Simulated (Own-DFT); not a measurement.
# What a defect does to the pressure of its cell: zincblende GaAs

Source: density functional calculations with Own-DFT, an unreviewed in-house program that is no longer used. Nothing was measured or relaxed, and spin and spin-orbit coupling are left out.

Common settings: PBE; PseudoDojo norm-conserving scalar-relativistic files; cutoff 42 hartree; 3 x 3 x 3 k mesh centred on Gamma; Fermi-Dirac smearing of 0.1 eV.

Caveats (not all hold for every row): not probed for a lower state with spin; forces not confirmed at this smearing and k mesh; stress not checked against mesh or cutoff.

All runs share one cell, with vectors in Å (11.737, 0.000, 0.000); (0.000, 11.737, 0.000); (0.000, 0.000, 10.833) and a volume of 1492.4 Å³, strained against the parent crystal. Atoms were moved at random from their sites; u is the rms move along one axis. The defect's site can differ from row to row.

```
                             cell     formula   u (Å)  P (GPa)
                        no defect    As32Ga32  0.0297     1.25
                        no defect    As32Ga32  0.0515     1.52
                        no defect    As32Ga32  0.0515     1.61
              one Al on a Ga site  AlAs32Ga31  0.0300     1.24
              one Al on a Ga site  AlAs32Ga31  0.0478     1.55
              one Al on a Ga site  AlAs32Ga31  0.0504     1.56
one As vacancy and one Ga vacancy    As31Ga31  0.0277     0.93
one As vacancy and one Ga vacancy    As31Ga31  0.0305     0.94
one As vacancy and one Ga vacancy    As31Ga31  0.0491     1.24
one As vacancy and one Ga vacancy    As31Ga31  0.0492        ?
```

## Working it out

P = P0 + c u² + a shift for each defect gives P0 = 1.06 GPa, c = 191 ± 15 GPa/Å² and a scatter of 0.03 GPa. The shifts, and each times the cell's volume:

- one Al on a Ga site: 0.02 ± 0.03 GPa, 0.2 eV (not resolved)
- one As vacancy and one Ga vacancy: -0.29 ± 0.03 GPa, -2.7 eV

Positive is outwards. The product with the volume (160.2 GPa Å³ to the eV) is nearly free of the cell's size; divided by the bulk modulus at the cell's pressure it gives the volume that the defect adds. The atoms around the defects weren't relaxed, which would change these numbers.

## The run left out

Q: what pressure belongs in the blank (one As vacancy and one Ga vacancy, u = 0.0492 Å)?

From the fit: 1.24 ± 0.04 GPa. The hidden result is 1.18 GPa.
